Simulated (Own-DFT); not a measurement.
# Point defects and the pressure they add: C40 NbSi2

Everything here is calculated. The program is Own-DFT (plane waves, in-house, since retired, never reviewed by a person); positions were held fixed, and spin and spin-orbit coupling were off.

Settings: PBE; PseudoDojo norm-conserving scalar-relativistic files; cutoff 42 hartree; 4 x 4 x 5 k mesh centred on Gamma; cold (Marzari-Vanderbilt) smearing of 0.2 eV.

Limits: forces on such cells failed a check on a denser k mesh; stress not checked against mesh or cutoff.

All runs share one cell, with vectors in Å (0.000, 8.324, 0.000); (-9.613, 0.000, 0.000); (0.000, 0.000, 6.586) and a volume of 527.0 Å³. The atoms are randomly displaced, by u rms on each axis. The defect's site can differ from row to row.

```
cell,formula,u (Å),P (GPa)
no defect,Nb12Si24,0.0183,1.47
no defect,Nb12Si24,0.0460,2.56
no defect,Nb12Si24,0.0496,2.39
two Nb on a Si site each,Nb14Si22,0.0264,7.35
two Nb on a Si site each,Nb14Si22,0.0330,7.65
two Nb on a Si site each,Nb14Si22,0.0481,8.10
one Si vacancy,Nb12Si23,0.0314,0.91
one Si vacancy,Nb12Si23,0.0473,1.98
one Si vacancy,Nb12Si23,0.0509,1.78
two Si on a Nb site each,Nb10Si26,0.0311,1.82
two Si on a Nb site each,Nb10Si26,0.0314,?
two Si on a Nb site each,Nb10Si26,0.0481,2.72
two Si on a Nb site each,Nb10Si26,0.0481,2.06
```

## Working it out

P = P0 + c u² + a shift for each defect gives P0 = 1.32 GPa, c = 498 ± 94 GPa/Å² and a scatter of 0.24 GPa. The shifts, and each times the cell's volume:

- two Nb on a Si site each: 5.69 ± 0.20 GPa, 18.7 eV (9.4 eV for each of its 2 sites)
- two Si on a Nb site each: -0.05 ± 0.20 GPa, -0.2 eV (-0.1 eV for each of its 2 sites) (not resolved)
- one Si vacancy: -0.73 ± 0.20 GPa, -2.4 eV

Against the defect-free cell, a freed cell would be larger where the shift is positive and smaller where it is negative (160.2 GPa Å³ is 1 eV). The atoms around the defects weren't relaxed, which would change these numbers.

## Prediction

Question: what pressure belongs in the blank (two Si on a Nb site each, u = 0.0314 Å)?

From the fit: 1.76 ± 0.29 GPa. DFT gave 1.78 GPa.
